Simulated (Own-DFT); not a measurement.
Simulation results for TiSi$_{2}$ (C49 TiSi2 crystal, atoms displaced)

All values are calculated (Own-DFT development build). A calculation, not a measurement: plane-wave density functional theory by an unreviewed code, no spin, of a simulated periodic cell, stress positive in tension, run twice, with PBE and with PBEsol, both on files made for PBE, so the change isn't that of files made for PBEsol, forces on such cells moved up to 12 meV/angstrom on a denser k mesh; the far tail of each file's local potential was reset to the Coulomb form; each entry is a single point on an unrelaxed cell, so the pressure reflects the starting lattice, taken from the Materials Project, from which strain is counted, and rises with the displacements; printed positions are rounded, which can move forces by about a meV/angstrom; the program, named Own-DFT, is a retired in-house code; no spin-orbit coupling; stress was not checked against mesh or cutoff.

```xyz
60
Lattice="5.2953 -6.7593 3.5652 7.0604 0.0000 -7.1303 5.2953 6.7593 3.5652" Properties=species:S:1:pos:R:3:PBE_force_x:R:1:PBE_force_y:R:1:PBE_force_z:R:1:PBEsol_force_x:R:1:PBEsol_force_y:R:1:PBEsol_force_z:R:1 formula=TiSi2 functional=PBE,then_PBEsol potential_files=PseudoDojo_norm-conserving,scalar-relativistic,standard_set wave_cutoff=42 occupations=cold_(Marzari-Vanderbilt) smearing_width=0.2 k_mesh=4_x_4_x_4_centred_on_Gamma PBE_pressure=2.08 PBE_stress_xx=-1.78 PBE_stress_yy=-2.2 PBE_stress_zz=-2.27 PBE_stress_yz=0.14 PBE_stress_xz=-0.05 PBE_stress_xy=-0.09 PBEsol_pressure=-1.24 PBEsol_stress_xx=1.64 PBEsol_stress_yy=1.37 PBEsol_stress_zz=0.71 PBEsol_stress_yz=0.15 PBEsol_stress_xz=-0.05 PBEsol_stress_xy=-0.08 rms_change_of_force_components_from_PBE_to_PBEsol=0.019
Ti    12.3213    -5.3616    -2.6470       0.44      0.035     -0.422      0.434      0.018     -0.422
Ti    14.1306    -1.4254    -0.8829     -0.134       0.44     -0.043     -0.134      0.461     -0.045
Si    12.3597    -0.8111    -2.6832     -0.046      0.157      0.132     -0.044      0.109      0.133
Si     8.8238     0.7745    -4.4572     -0.051      0.258     -0.415     -0.051      0.312     -0.418
Si     7.0591    -3.3618     4.4301     -0.049     -0.115      0.424     -0.046     -0.112      0.432
Si    12.3330    -3.3467    -0.9092      0.171     -0.303      0.215      0.174     -0.301      0.218
Ti     8.8127    -5.3611     0.9024      0.267      0.006      0.059      0.262     -0.011      0.054
Ti    10.5968    -1.3829     2.6801     -0.217      0.016     -0.044     -0.218       0.03     -0.044
Si     8.8260    -0.7910     0.8775       0.03     -0.042      0.352       0.03     -0.096      0.354
Si     5.2981     0.7824    -0.8738     -0.085      0.247     -0.311     -0.084      0.302     -0.307
Si    10.5309    -3.3756     0.8728      0.428       0.05      0.118       0.43       0.05       0.12
Si     8.8114    -3.3442     2.6922      0.146     -0.247     -0.214      0.144     -0.244     -0.214
Ti    14.1150     1.3579     0.8710      0.261      0.542      0.368      0.259      0.518      0.365
Ti    10.5755    -1.3942    -0.9103      0.064      0.103      0.036      0.061      0.111      0.037
Si     8.8247    -0.7868    -2.7059     -0.054     -0.252      0.363     -0.054     -0.306      0.362
Si    10.5826    -5.9947    -0.8912     -0.111      0.399      0.177     -0.109      0.452      0.176
Si    10.6146    -3.3270    -2.7036     -0.351     -0.439      0.162     -0.353     -0.429      0.162
Si     8.8218    -3.4262    -0.9171     -0.054      0.275      0.015     -0.054      0.269      0.016
Ti     7.0302     1.3868     4.4615      0.352     -0.002     -0.185      0.351     -0.014     -0.179
Ti    10.5813    -1.4060    -4.4757      0.039       0.25      0.051      0.039      0.259      0.051
Si     1.7581    -0.8238     0.8511     -0.028      0.161      0.676     -0.028      0.106      0.675
Si    15.8597     0.7607    -0.8906      0.302       0.43     -0.094      0.296      0.487     -0.093
Si     8.8345     3.3768     4.4458     -0.003     -0.102      0.056      0.002     -0.097      0.054
Si    14.1391     3.3694    -0.9322     -0.155      0.006      0.391     -0.155      0.004      0.395
Ti    10.5986     1.4094     4.4768     -0.106      -0.19     -0.172     -0.103     -0.206     -0.171
Ti     7.0650    -1.4066     2.6548     -0.116      0.438       0.18     -0.114      0.442       0.18
Si     5.2700    -0.7865     0.9003      0.269     -0.159     -0.015      0.263     -0.216     -0.014
Si     7.0802    -5.9643     2.6747     -0.228      0.247      0.315     -0.225      0.301      0.313
Si     7.0489    -3.3483     0.8979      0.148     -0.209     -0.127      0.151     -0.203     -0.125
Si     5.3071    -3.3855     2.6814     -0.133     -0.043      -0.14     -0.134     -0.045     -0.146
Ti    10.6026     1.4017     0.8996     -0.122     -0.087      0.032      -0.12     -0.101      0.033
Ti     7.0617    -1.3904    -0.8739     -0.042      0.037     -0.305     -0.043       0.05     -0.302
Si     5.2717    -0.7839    -2.6645        0.1     -0.204      0.088      0.098     -0.257      0.088
Si    12.3939     0.8066     2.6966      -0.43      0.054     -0.382     -0.422      0.102     -0.386
Si     7.0548    -3.3686    -2.6731      0.116     -0.052     -0.148      0.116      -0.05     -0.153
Si     5.3061    -3.3571    -0.8958     -0.023     -0.243      0.072     -0.024      -0.24      0.073
Ti    10.5660     1.4305    -2.6917      0.468     -0.462      0.284      0.463     -0.474      0.278
Ti     7.0496    -1.3895    -4.4413      0.122      -0.08     -0.253      0.122      -0.06     -0.253
Si    10.6021     6.0011    -2.6716     -0.082     -0.601     -0.028     -0.081     -0.654     -0.027
Si    12.4288     0.8030    -0.8716     -0.975      -0.14      -0.37     -0.958     -0.089     -0.369
Si    12.3753     3.3859    -2.6714     -0.342      0.058      0.017     -0.346      0.057      0.016
Si    10.5778     3.3786    -0.8887      0.029      0.024      0.009       0.03      0.023      0.009
Ti     7.0438     1.4471     0.8614      0.277     -0.818      0.373      0.271     -0.822      0.372
Ti     3.5306    -1.4106    -0.8500     -0.025      0.242     -0.547     -0.026      0.253     -0.541
Si     7.0616     5.9953     0.8956      0.099     -0.369       0.01      0.096     -0.422       0.01
Si     8.8016     0.7885     2.7062      0.192      0.192     -0.517       0.19      0.243     -0.518
Si     8.8093     3.3790     0.9244      0.135      0.127     -0.335      0.132      0.124     -0.338
Si     7.0520     3.3627     2.6737      0.016      0.086      0.009      0.013      0.084      0.008
Ti     7.0650     1.3969    -2.7012     -0.229      -0.01      0.301     -0.225     -0.028      0.301
Ti     8.8151     5.3775    -0.9048      0.039     -0.116      0.189       0.04     -0.095      0.185
Si    12.3143    -0.8065     0.8972      0.341       0.03     -0.088      0.335     -0.017     -0.084
Si     8.8378     0.7612    -0.9000      -0.09      0.395     -0.009     -0.089      0.448     -0.012
Si     8.8048     3.3878    -2.6492      0.194      0.001     -0.413      0.201      0.002     -0.424
Si     7.0534     3.3634    -0.9148     -0.032      0.214      0.022     -0.035      0.208      0.028
Ti     3.5370     1.4365     0.9099     -0.198     -0.509     -0.337      -0.19     -0.517     -0.336
Ti     5.3242     5.3625     2.6759     -0.386      0.108     -0.161     -0.382      0.123     -0.159
Si     8.8237    -0.7852     4.4654      0.048     -0.353     -0.071      0.048     -0.409     -0.072
Si     5.2763     0.8007     2.6636      0.148      0.092      0.194      0.145      0.148      0.195
Si     5.3032     3.3732     0.8650      0.024      0.304      0.099      0.029      0.299      0.098
Si    10.6315     3.3788    -4.4899     -0.372      0.123      0.358     -0.379      0.119      0.361
```

Units: wave_cutoff in hartree; smearing_width in eV; PBE_pressure, PBE_stress_xx, PBE_stress_yy, PBE_stress_zz, PBE_stress_yz, PBE_stress_xz, PBE_stress_xy, PBEsol_pressure, PBEsol_stress_xx, PBEsol_stress_yy, PBEsol_stress_zz, PBEsol_stress_yz, PBEsol_stress_xz, PBEsol_stress_xy in GPa; rms_change_of_force_components_from_PBE_to_PBEsol, PBE_force_x, PBE_force_y, PBE_force_z, PBEsol_force_x, PBEsol_force_y, PBEsol_force_z in eV/Å.
